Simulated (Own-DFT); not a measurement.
# Response to strain: wurtzite AlGaN with randomly placed atoms, 72 atoms (Al27Ga9N36)

Calculated results; nothing here was measured. They come from Own-DFT, an in-house plane-wave density functional program, since retired, whose code no person has reviewed. Each row is one single-point run on a periodic cell that was not relaxed, without spin or spin-orbit coupling.

Settings of every run: PBE; PseudoDojo norm-conserving scalar-relativistic files (stringent for Ga); cutoff 96 hartree; 4 x 4 x 3 k mesh centred on Gamma; Gaussian smearing of 0.01 eV.

Known limits: forces on such cells passed a denser k mesh, each cell not checked; stress not checked against mesh or cutoff.

Unstrained cell vectors in Å: (9.394, 0.000, 0.000); (-4.697, 8.135, 0.000); (0.000, 0.000, 10.066). The unstrained cell has measured lattice constants (interpolated for alloys), not those of this functional. That, the random moves and any unrelaxed bonds set the pressure at no strain. Each run strains this cell uniformly, with the atoms carried along. Every atom was also moved at random, by a Gaussian of width 0.05 Å on each axis. The random placing of the alloy's atoms differs from row to row. Strain is the symmetric tensor, in per cent. Stress is positive in tension, and the pressure is minus a third of its trace.

```
run  e_xx (%)  e_yy (%)  e_zz (%)  s_xx (GPa)  s_yy (GPa)  s_zz (GPa)  P (GPa)  E (meV/atom)
  1      1.75      1.75      0.00        2.68        1.99       -3.57    -0.36          10.2
  2     -0.25     -0.25      0.00       -9.35       -6.98       -7.46     7.93          17.9
  3     -2.75     -2.75      0.00      -25.98      -23.44      -10.71    20.04          62.0
  4      0.75      0.75      0.00       -1.69       -0.81       -7.02     3.17           0.0
  5     -1.00     -1.00      0.00      -14.19      -11.29       -7.58    11.02          29.8
  6      3.00      3.00      0.00        8.94        8.24       -3.11    -4.69          12.0
  7      1.00      1.00      0.00       -0.81        0.23       -6.45     2.34          11.8
  8      0.25      0.25      0.00       -6.03       -3.10       -6.62     5.25           7.5
  9     -2.25     -2.25      0.00           ?           ?           ?        ?             ?
```

E is the free energy for each atom above the lowest run shown.

## Worked fit

The change of volume is close to e_xx + e_yy + e_zz. A straight line through the runs shown gives P = 7.13 - 215 x (fractional change of volume) GPa, with an error of 10 on the slope and a scatter of 0.90 GPa. The strain isn't the same on all axes and the cell isn't cubic, so the slope belongs to this path and is not the bulk modulus.

## Withheld run

Question: what pressure should run 9 give? Its volume changes by -4.45 %.

The line gives 16.7 GPa. The calculation gave 17.69 GPa.
